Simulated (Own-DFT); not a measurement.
## Calculated data, AlN (wurtzite, strained, atoms displaced)

All values are calculated (Own-DFT development build). A calculation, not a measurement: plane-wave PBE density functional theory by an unreviewed code, no spin, of a simulated periodic cell, stress positive in tension, free energy of the whole cell less one offset for each atom, forces on such cells moved up to 12 meV/angstrom on a denser k mesh; offsets are fitted by least squares, one for each functional and potential file, so energies compare only between cells with the same atoms and settings and are not formation energies; the far tail of each file's local potential was reset to the Coulomb form; each entry is a single point on an unrelaxed cell, so the pressure reflects the starting lattice, mostly measured values (interpolated for alloys), from which strain is counted, and rises with the displacements; printed positions are rounded, which can move forces by about a meV/angstrom; the program, named Own-DFT, is a retired in-house code; no spin-orbit coupling; before rounding, a Quantum ESPRESSO 7.3.1 run of the same cell and cutoff gave forces within 1 meV/angstrom rms on each cell, which checks the program and not the settings.

Settings shared by all entries: functional PBE; potential files PseudoDojo norm-conserving, scalar-relativistic, standard set; wave cutoff 42 hartree; occupations Fermi-Dirac; smearing width 0.1 eV; k mesh 3 x 3 x 2 centred on Gamma.

(1) AlN (wurtzite, strained, atoms displaced)

```
AlN
1.0
      9.5927     0.0000     0.0000
     -4.7964     8.3076     0.0000
      0.0000     0.0000     9.9640
Al N Al N Al N Al N Al N Al N Al N Al N Al N Al N Al N Al N Al N Al N Al N Al N Al N Al N
2 2 2 2 2 2 2 2 2 2 2 2 2 2 2 2 2 2 2 2 2 2 2 2 2 2 2 2 2 2 2 2 2 2 2 2
Direct
  0.11092 0.21379 0.00679
  0.22080 0.10932 0.24282
  0.10506 0.22089 0.19331
  0.21802 0.10841 0.44418
  0.11025 0.21414 0.50254
  0.22082 0.10565 0.74883
  0.11640 0.22869 0.68812
  0.22992 0.11774 0.94332
  0.10532 0.55341 0.00497
  0.23083 0.44597 0.24813
  0.10350 0.55949 0.18980
  0.22094 0.44269 0.43898
  0.11658 0.55821 0.49513
  0.22428 0.45777 0.75191
  0.11321 0.55249 0.68027
  0.22901 0.44160 0.93824
  0.11268 0.88891 0.00136
  0.21677 0.77908 0.24716
  0.11276 0.88760 0.18530
  0.22341 0.78871 0.44451
  0.10238 0.88669 0.49458
  0.22068 0.77903 0.75398
  0.11453 0.88963 0.69066
  0.21712 0.77888 0.94068
  0.45113 0.22794 0.00340
  0.56065 0.11114 0.24585
  0.44306 0.21927 0.19221
  0.55804 0.10808 0.43743
  0.44586 0.21704 0.50127
  0.55824 0.10755 0.74389
  0.44074 0.21256 0.68895
  0.55828 0.11593 0.92846
  0.44543 0.55099 0.99470
  0.56037 0.45397 0.24870
  0.44187 0.55182 0.20021
  0.55420 0.44298 0.44733
  0.44746 0.55904 0.50495
  0.55788 0.45815 0.75302
  0.44688 0.56206 0.69601
  0.55682 0.44556 0.93761
  0.43732 0.88436 0.98838
  0.55306 0.77113 0.23637
  0.44542 0.89229 0.19424
  0.55342 0.78407 0.43888
  0.43685 0.87969 0.49525
  0.55772 0.78691 0.76148
  0.44407 0.89300 0.68991
  0.56312 0.77734 0.94863
  0.78243 0.22367 0.98944
  0.89073 0.11542 0.24536
  0.78754 0.23365 0.19407
  0.89880 0.10994 0.44576
  0.77271 0.21339 0.50701
  0.89157 0.11278 0.74376
  0.77800 0.21532 0.69460
  0.89676 0.11252 0.94290
  0.78162 0.55641 0.99362
  0.89595 0.43916 0.24614
  0.77670 0.55731 0.18872
  0.88142 0.43784 0.44066
  0.77607 0.54623 0.49802
  0.88956 0.44406 0.75312
  0.76656 0.55181 0.69621
  0.87949 0.43912 0.93785
  0.76695 0.88792 0.98712
  0.88700 0.77941 0.25764
  0.77488 0.89681 0.19543
  0.89010 0.77675 0.43936
  0.78091 0.88570 0.48751
  0.88796 0.78156 0.75778
  0.77278 0.89043 0.68826
  0.89652 0.78923 0.93349
```

Results for AlN (wurtzite, strained, atoms displaced): free energy of cell above offsets -30.322 eV; pressure -5.15 GPa; stress xx 7.04 GPa; stress yy 8.95 GPa; stress zz -0.55 GPa; stress yz -0.35 GPa; stress xz -0.02 GPa; stress xy -0.79 GPa.

Force:
```tsv
element	x (eV/Å)	y (eV/Å)	z (eV/Å)
Al	0.063	0.818	-1.427
Al	0.108	0.163	1.21
N	1.282	0.598	-0.156
N	0.728	-0.168	-1.188
Al	0.094	1.418	-0.473
Al	0.059	1.235	-0.147
N	-0.053	-0.331	1.28
N	-0.036	-0.922	0.311
Al	0.609	-0.15	-1.258
Al	-1.718	-0.781	0.823
N	1.992	0.114	0.296
N	0.396	0.358	0.161
Al	-0.718	-0.427	-0.679
Al	1.123	-1.854	-0.987
N	-1.207	0.925	2.248
N	-1.568	0.507	1.424
Al	-0.684	0.998	-0.996
Al	1.018	0.477	0.616
N	-1.075	0.122	1.267
N	-0.276	-1.768	-1.137
Al	1.238	0.873	1.218
Al	-0.047	-0.018	-1.958
N	-1.033	-0.804	0.153
N	0.696	-1.08	0.321
Al	-0.077	-0.622	-1.103
Al	-0.182	0.384	0.518
N	0.25	0.844	0.038
N	-0.223	-0.09	0.641
Al	-0.505	0	-0.465
Al	-1.209	0.826	-0.434
N	0.074	1.099	0.572
N	0.405	-0.771	2.26
Al	-0.066	-0.142	0.752
Al	0.616	-1.594	0.925
N	0.543	0.438	-2.321
N	0.005	0.24	-0.761
Al	-0.319	0.026	-0.757
Al	-0.153	-2.324	-1.167
N	-0.549	0.606	0.377
N	0.236	0.361	1.331
Al	0.367	1.423	1.612
Al	-0.709	1.616	1.844
N	-0.226	-1.009	-1.654
N	1.175	-1.38	-0.446
Al	0.46	1.589	0.226
Al	0.173	-0.557	-2.788
N	0.283	-1.388	0.89
N	-3.071	-1.198	-0.58
Al	-0.374	-0.904	0.978
Al	-0.495	-0.256	1.235
N	-0.322	-2.189	-1.713
N	-1.6	-0.255	-0.84
Al	0.693	0.355	-1.492
Al	1.071	-0.125	0.196
N	-0.332	1.121	0.149
N	-1.025	-0.196	-0.608
Al	-0.98	0.659	0.59
Al	-2.237	1.165	1.411
N	0.464	0.356	-0.068
N	1.152	0.276	0.155
Al	-0.634	0.467	0.624
Al	-0.392	-0.086	-1.962
N	2.062	1.006	-0.45
N	1.463	1.039	0.653
Al	3.65	1.911	2.259
Al	0.023	-0.095	-2.603
N	0.947	-1.093	-0.986
N	-0.305	-0.978	0.775
Al	-1.551	0.484	1.22
Al	0.166	-0.084	-3.503
N	0.699	-0.22	0.647
N	-0.431	-1.039	2.9
```

(2) AlN (wurtzite, strained, atoms displaced)

```
AlN
1.0
      9.3901    -0.1275    -0.0639
     -4.8055     8.0626     0.0029
     -0.0682    -0.0358     9.8816
Al N Al N Al N Al N Al N Al N Al N Al N Al N Al N Al N Al N Al N Al N Al N Al N Al N Al N
2 2 2 2 2 2 2 2 2 2 2 2 2 2 2 2 2 2 2 2 2 2 2 2 2 2 2 2 2 2 2 2 2 2 2 2
Direct
  0.11072 0.21829 0.00680
  0.22396 0.10607 0.24656
  0.10600 0.21843 0.18669
  0.22114 0.12475 0.44461
  0.10735 0.21892 0.49288
  0.22221 0.11085 0.75750
  0.11522 0.22561 0.69970
  0.22839 0.10865 0.94178
  0.11662 0.55860 0.99944
  0.21971 0.44000 0.24947
  0.11100 0.55112 0.19404
  0.22937 0.45560 0.43993
  0.10992 0.55400 0.49598
  0.23043 0.45322 0.74337
  0.09747 0.54761 0.69032
  0.21023 0.43505 0.93413
  0.10838 0.89328 0.00618
  0.21437 0.76729 0.25441
  0.10481 0.88420 0.19131
  0.21819 0.78224 0.43808
  0.10991 0.88910 0.50603
  0.22901 0.78040 0.74706
  0.10753 0.88361 0.69415
  0.21940 0.77867 0.93145
  0.45491 0.22477 0.99587
  0.54795 0.10243 0.24747
  0.44336 0.22012 0.19239
  0.55333 0.11316 0.44185
  0.43585 0.21501 0.50174
  0.56626 0.11148 0.74536
  0.44137 0.23336 0.68383
  0.55060 0.11001 0.93999
  0.44761 0.54989 0.00470
  0.54994 0.44008 0.24784
  0.44292 0.55438 0.19221
  0.54167 0.44326 0.44633
  0.44742 0.55733 0.50441
  0.55540 0.44603 0.75498
  0.44640 0.56008 0.68904
  0.55826 0.44758 0.93862
  0.44052 0.88626 0.00292
  0.56034 0.78001 0.25381
  0.44267 0.88838 0.19609
  0.56007 0.77239 0.44543
  0.44396 0.89175 0.49200
  0.55028 0.77946 0.75999
  0.43555 0.87916 0.68623
  0.56006 0.77788 0.94274
  0.76974 0.22084 0.00215
  0.90109 0.12434 0.25378
  0.78244 0.22315 0.20371
  0.89502 0.11607 0.43869
  0.78166 0.23389 0.48965
  0.87891 0.10374 0.74661
  0.78056 0.22467 0.68457
  0.90248 0.10661 0.93168
  0.78846 0.55922 0.99803
  0.88176 0.44445 0.25881
  0.77807 0.55884 0.18409
  0.88770 0.43646 0.44429
  0.78034 0.56638 0.50026
  0.89998 0.46294 0.75253
  0.79477 0.55735 0.68671
  0.88339 0.44218 0.94427
  0.77693 0.89138 0.00408
  0.89891 0.78426 0.24828
  0.78024 0.89182 0.19202
  0.88859 0.78081 0.43970
  0.77039 0.88156 0.50590
  0.89259 0.77708 0.75014
  0.77274 0.87919 0.69157
  0.88239 0.77622 0.94283
```

The calculation gives: free energy of cell above offsets -29.453 eV; pressure 8.52 GPa; stress xx -5.47 GPa; stress yy -9.59 GPa; stress zz -10.5 GPa; stress yz -0.38 GPa; stress xz -1.08 GPa; stress xy -5.19 GPa.

Force:
```tsv
element	x (eV/Å)	y (eV/Å)	z (eV/Å)
Al	0.625	0.493	-2.881
Al	-1.082	0.818	1.038
N	2.02	0.46	1.413
N	1.128	-2.928	-1.787
Al	0.241	2.105	2.796
Al	-0.533	0.544	-1.598
N	-0.347	-0.932	-1.807
N	-0.506	0.673	1.484
Al	-0.285	-0.936	-0.203
Al	0.254	0.791	0.246
N	-0.644	-0.218	-0.393
N	-0.854	-1.147	-0.01
Al	0.37	0.221	0.925
Al	-1.496	-1.665	0.588
N	3.828	2.36	-1.184
N	1.291	1.646	1.463
Al	0.588	-1.006	-1.848
Al	0.056	1.079	-1.005
N	2.442	0.67	0.037
N	0.04	-0.358	0.917
Al	-0.327	0.857	-0.518
Al	-2.158	-1.212	-0.289
N	1.066	1.051	-0.257
N	0.065	0.093	2.281
Al	-1.532	0.07	0.513
Al	0.474	2.02	1.054
N	0.641	-0.372	-0.869
N	-0.293	-0.057	-0.547
Al	0.577	1.632	-0.494
Al	-1.962	0.268	-0.504
N	1.515	-1.883	2.173
N	1.124	-0.632	-0.228
Al	-1.331	0.248	-1.027
Al	0.303	1.171	1.099
N	0.192	-0.121	-0.104
N	2.646	-0.022	-1.276
Al	-0.556	-0.4	-0.342
Al	0.315	0.743	-1.949
N	0.769	0.304	1.304
N	0.414	-0.251	1.047
Al	0.277	-0.388	-0.366
Al	0.066	-0.296	-0.096
N	0.027	-1.59	-0.639
N	-2.32	1.167	-1.219
Al	0.932	-0.866	0.777
Al	0.873	-0.415	-1.974
N	1.689	1.746	-0.118
N	-1.771	-0.139	1.136
Al	2.251	0.053	0.238
Al	-1.338	-2.337	-0.246
N	-1.293	-0.454	-1.762
N	-1.799	-1.082	0.687
Al	0.589	-4.338	2.073
Al	1.571	1.514	-0.53
N	0.13	0.027	0.516
N	-3.079	-0.191	1.715
Al	-1.274	-0.192	0.08
Al	0.411	0.506	-1.609
N	0.199	-0.622	1.877
N	-1.38	4.563	-1.277
Al	-0.147	-2.153	-0.21
Al	-0.627	-3.794	0.859
N	-3.341	0.584	0.482
N	0.908	0.211	-0.327
Al	1.068	0.118	-0.448
Al	-3.03	-1.236	0.562
N	0.271	0.347	0.466
N	0.181	0.447	-0.063
Al	1.389	1.675	-0.748
Al	-1.056	0.04	0.603
N	-0.183	0.219	0.481
N	0.725	0.701	-0.177
```

(3) AlN (wurtzite, strained, atoms displaced)

```
AlN
1.0
      9.2770    -0.1632     0.0076
     -4.7798     8.2767    -0.0630
      0.0081    -0.0729     9.8184
Al N Al N Al N Al N Al N Al N Al N Al N Al N Al N Al N Al N Al N Al N Al N Al N Al N Al N
2 2 2 2 2 2 2 2 2 2 2 2 2 2 2 2 2 2 2 2 2 2 2 2 2 2 2 2 2 2 2 2 2 2 2 2
Direct
  0.10549 0.21650 0.99315
  0.21925 0.11680 0.23872
  0.11342 0.22661 0.18768
  0.22464 0.11582 0.43869
  0.10618 0.21771 0.50048
  0.23254 0.10778 0.75062
  0.11595 0.22926 0.69009
  0.22457 0.11759 0.93891
  0.11009 0.55764 0.00537
  0.23175 0.45174 0.25390
  0.11570 0.55835 0.18856
  0.21333 0.43694 0.44572
  0.12238 0.55970 0.50512
  0.24043 0.45465 0.76377
  0.10883 0.54620 0.70168
  0.22145 0.44555 0.95019
  0.11627 0.90051 0.99092
  0.23462 0.77680 0.25581
  0.11417 0.89757 0.18898
  0.23022 0.77802 0.43566
  0.10918 0.88616 0.50020
  0.22023 0.77709 0.74629
  0.10669 0.89248 0.68233
  0.22319 0.77481 0.94801
  0.44496 0.22870 0.99118
  0.55364 0.11091 0.24727
  0.43750 0.21471 0.19698
  0.55561 0.10522 0.43599
  0.43783 0.21423 0.50098
  0.55775 0.11399 0.75382
  0.44608 0.22654 0.69740
  0.55317 0.10746 0.95130
  0.44968 0.55476 0.99484
  0.56392 0.44509 0.25247
  0.44048 0.54803 0.19067
  0.54967 0.43115 0.44736
  0.44227 0.55130 0.49934
  0.55540 0.45153 0.74296
  0.44954 0.54700 0.68756
  0.54963 0.45576 0.94503
  0.44712 0.89043 0.00059
  0.55689 0.78591 0.24821
  0.44932 0.89470 0.18338
  0.56259 0.78103 0.43671
  0.43943 0.88992 0.51578
  0.56430 0.77764 0.75027
  0.43650 0.88642 0.68359
  0.55162 0.77374 0.93809
  0.79027 0.23182 0.99942
  0.88273 0.10899 0.24148
  0.78408 0.22873 0.19117
  0.89378 0.11297 0.44015
  0.78453 0.23385 0.49518
  0.88208 0.09152 0.75041
  0.78659 0.23154 0.70200
  0.88906 0.10080 0.93577
  0.78581 0.55838 0.00086
  0.88808 0.44595 0.25751
  0.78068 0.55765 0.19178
  0.89074 0.43342 0.43609
  0.77654 0.56008 0.49736
  0.87797 0.44199 0.75586
  0.76917 0.55532 0.68383
  0.89148 0.44517 0.94076
  0.77953 0.88872 0.00853
  0.90446 0.79179 0.25011
  0.78043 0.89205 0.18380
  0.88427 0.77281 0.43642
  0.77450 0.88108 0.49478
  0.88216 0.77306 0.75412
  0.77198 0.88462 0.68928
  0.87940 0.77945 0.94318
```

Results for AlN (wurtzite, strained, atoms displaced): free energy of cell above offsets -28.220 eV; pressure 7.7 GPa; stress xx -7.74 GPa; stress yy -1.63 GPa; stress zz -13.72 GPa; stress yz -1.38 GPa; stress xz 0.82 GPa; stress xy -6.16 GPa.

Force:
```tsv
element	x (eV/Å)	y (eV/Å)	z (eV/Å)
Al	0.625	1.763	0.78
Al	-0.106	-0.369	1.713
N	-0.692	-0.101	-0.236
N	-0.998	-1.787	-0.006
Al	1.222	0.707	0.429
Al	-3.158	0.817	-0.931
N	0.622	-1.121	1.427
N	-0.055	-0.973	-0.228
Al	1.144	0.22	-1.001
Al	-1.747	-1.619	-0.535
N	-0.179	0.063	1.994
N	0.928	1.108	-0.511
Al	-0.908	-1.097	0.104
Al	-2.315	-2.06	-1.497
N	-0.135	1.844	-0.981
N	-0.068	-0.369	-0.43
Al	0.527	-1.449	1.498
Al	-1.601	0.378	-2.795
N	1.582	-0.351	-0.576
N	-1.432	-0.524	2.557
Al	0.256	1.098	-2.215
Al	-0.69	-1.164	1.298
N	0.844	-1.074	2.496
N	-1.433	0.928	-1.683
Al	0.984	0.31	1.867
Al	-0.052	0.273	-0.384
N	1.473	2.005	-1.735
N	-0.478	0.257	1.673
Al	1.2	0.349	-0.34
Al	0.289	-0.007	-0.013
N	1.765	-0.194	-0.424
N	0.06	1.176	-1.525
Al	-3.042	1.593	2.442
Al	-1.816	-0.951	-0.175
N	1.907	2.084	0.249
N	-0.121	1.443	-0.665
Al	0.212	-0.014	-1.032
Al	0.946	-1.969	1.54
N	-1.879	2.85	0.16
N	4.34	-2.427	-1.929
Al	0.125	-0.442	-0.906
Al	0.289	-1.359	-0.5
N	0.678	-0.522	1.776
N	-2.109	-1.434	0.881
Al	1.949	0.886	-6.633
Al	-2.398	-1.18	-0.064
N	1.402	0.528	5.742
N	0.162	0.575	0.419
Al	-0.417	-1.541	-0.189
Al	0.993	1.139	1.308
N	-0.374	-0.316	-0.28
N	-1.784	-1.543	-0.475
Al	0.521	-3.284	1.478
Al	0.218	3.751	-1.054
N	-0.462	-2.219	-1.312
N	-1.514	0.181	1.266
Al	-1.172	0.052	0.309
Al	0.787	0.366	-2.445
N	0.865	0.709	0.321
N	-0.882	3.69	2.042
Al	0.803	-1.45	-0.754
Al	1.205	0.851	-1.364
N	2.075	0.755	1.441
N	-1.173	0.386	0.795
Al	-1.072	-0.046	-3.126
Al	-1.608	-1.662	-0.87
N	0.135	-0.366	3.19
N	0.457	0.365	0.672
Al	0.632	2.127	0.284
Al	-0.062	0.418	-0.95
N	1.737	-0.524	-0.945
N	1.972	-0.538	-0.439
```

(4) AlN (wurtzite, strained, atoms displaced)

```
AlN
1.0
      9.5143    -0.1593    -0.1787
     -4.8951     8.0186     0.1769
     -0.1908     0.1079    10.0982
Al N Al N Al N Al N Al N Al N Al N Al N Al N Al N Al N Al N Al N Al N Al N Al N Al N Al N
2 2 2 2 2 2 2 2 2 2 2 2 2 2 2 2 2 2 2 2 2 2 2 2 2 2 2 2 2 2 2 2 2 2 2 2
Direct
  0.10394 0.21440 0.00546
  0.21987 0.11683 0.24566
  0.11085 0.21074 0.19323
  0.22750 0.10667 0.43187
  0.11404 0.21746 0.50859
  0.22478 0.11016 0.74503
  0.11992 0.23104 0.69064
  0.22287 0.11599 0.94528
  0.10495 0.55704 0.00783
  0.22006 0.44622 0.25297
  0.11869 0.55640 0.19079
  0.22753 0.44478 0.44587
  0.11082 0.54987 0.49489
  0.21223 0.44989 0.74048
  0.10703 0.55412 0.68782
  0.21875 0.45123 0.93650
  0.09667 0.87733 0.99729
  0.23937 0.79436 0.25061
  0.10858 0.88939 0.18755
  0.22715 0.77567 0.44120
  0.10854 0.87696 0.50238
  0.21909 0.77230 0.74112
  0.11679 0.89584 0.69146
  0.22034 0.77599 0.93622
  0.44666 0.22714 0.00207
  0.56627 0.11846 0.25222
  0.44656 0.22288 0.19128
  0.54988 0.11029 0.44226
  0.44140 0.22389 0.49727
  0.55812 0.11895 0.74963
  0.44229 0.22743 0.69717
  0.55395 0.10951 0.93785
  0.44399 0.55914 0.99101
  0.55635 0.44764 0.25530
  0.44809 0.56113 0.19642
  0.54675 0.44452 0.44423
  0.45285 0.56636 0.49476
  0.55439 0.43486 0.74870
  0.44833 0.55748 0.68992
  0.55050 0.44275 0.93511
  0.44398 0.90018 0.00042
  0.54872 0.77751 0.25245
  0.44332 0.88240 0.18324
  0.55575 0.78152 0.44035
  0.44741 0.89374 0.49251
  0.55539 0.77914 0.75394
  0.44590 0.88710 0.69001
  0.55110 0.77481 0.94163
  0.76894 0.20945 0.99512
  0.89289 0.11328 0.25352
  0.78040 0.22677 0.19121
  0.89302 0.12165 0.44142
  0.78823 0.23176 0.50682
  0.87840 0.10843 0.74951
  0.76924 0.22355 0.70121
  0.87818 0.09764 0.94144
  0.78159 0.55854 0.99781
  0.89462 0.44358 0.24943
  0.78027 0.55766 0.20245
  0.88961 0.45639 0.43995
  0.77890 0.55763 0.49767
  0.90231 0.45607 0.74586
  0.77691 0.55678 0.69123
  0.89263 0.45677 0.94538
  0.76731 0.88180 0.00788
  0.88319 0.77828 0.24456
  0.78625 0.88852 0.20112
  0.88846 0.77913 0.44510
  0.77612 0.88889 0.49690
  0.88762 0.78199 0.74907
  0.78260 0.89081 0.69308
  0.87732 0.77854 0.93940
```

It finds free energy of cell above offsets -29.806 eV; pressure 2.69 GPa; stress xx 0.75 GPa; stress yy -10.99 GPa; stress zz 2.18 GPa; stress yz 3.03 GPa; stress xz -5.04 GPa; stress xy -5.06 GPa.

Force:
```tsv
element	x (eV/Å)	y (eV/Å)	z (eV/Å)
Al	0.577	0.965	-1.357
Al	2.591	-1.715	0.459
N	-2.541	2.45	-0.481
N	-1.627	-0.195	1.463
Al	0.596	0.199	-1.354
Al	-1.05	1.348	2.181
N	-1.18	-1.756	0.3
N	-0.422	-0.958	-0.791
Al	2.06	0.099	-1.121
Al	1.437	-0.559	-0.052
N	-0.991	0.434	1.088
N	-1.156	-0.034	-0.781
Al	0.568	0.39	0.13
Al	3.184	-0.102	1.776
N	0.296	0.485	-1.798
N	-0.619	-0.985	0.426
Al	1.453	1.608	0.137
Al	-2.454	-1.589	-0.118
N	0.63	-0.522	0.203
N	-0.891	0.221	-0.439
Al	0.122	1.307	-0.75
Al	0.47	1.764	1.597
N	-0.147	-1.977	-0.636
N	-0.858	0.707	0.021
Al	-0.241	-0.875	0.053
Al	-1.417	-0.376	-0.061
N	0.375	0.059	0.106
N	1.057	2.068	-0.41
Al	0.583	-0.61	0.763
Al	-1.708	-1.72	0.193
N	1.329	-2.497	-2.175
N	-0.913	1.712	-0.134
Al	-0.16	-2.063	1.098
Al	-0.144	-0.158	-0.444
N	-0.137	-1.236	-0.923
N	1.152	0.888	-0.488
Al	-0.137	-1.883	1.936
Al	-1.133	3.353	0.545
N	-0.454	-0.041	-0.235
N	0.591	1.135	0.84
Al	0.221	-3.101	-0.838
Al	1.45	0.311	-0.293
N	0.59	2.095	1.097
N	-0.472	1.54	-0.803
Al	0.674	-1.167	2.17
Al	0.283	-0.403	-0.553
N	-0.33	0.58	-0.452
N	-0.61	2.068	-0.001
Al	1.05	1.943	0.563
Al	-0.231	0.084	-0.085
N	0.983	-1.196	-0.627
N	-0.23	-0.333	0.457
Al	-1.155	-0.835	-0.399
Al	1.461	0.494	0.626
N	2.322	1.042	-1.61
N	-0.385	1.732	0.005
Al	-1.188	-1.03	0.754
Al	-0.811	1.511	0.148
N	0.171	-1.047	-1.689
N	0.764	-1.268	0.091
Al	-0.868	-0.433	0.686
Al	-2.917	-0.927	1.801
N	0.96	-0.184	-0.396
N	-0.44	-1.848	-0.962
Al	0.665	-0.355	-0.099
Al	2.579	-0.133	1.847
N	-3.115	0.685	-1.231
N	-0.524	0.666	-0.762
Al	0.872	0.302	0.791
Al	0.364	-0.382	0.13
N	-1.117	0.052	-1.13
N	0.29	0.199	-0.002
```
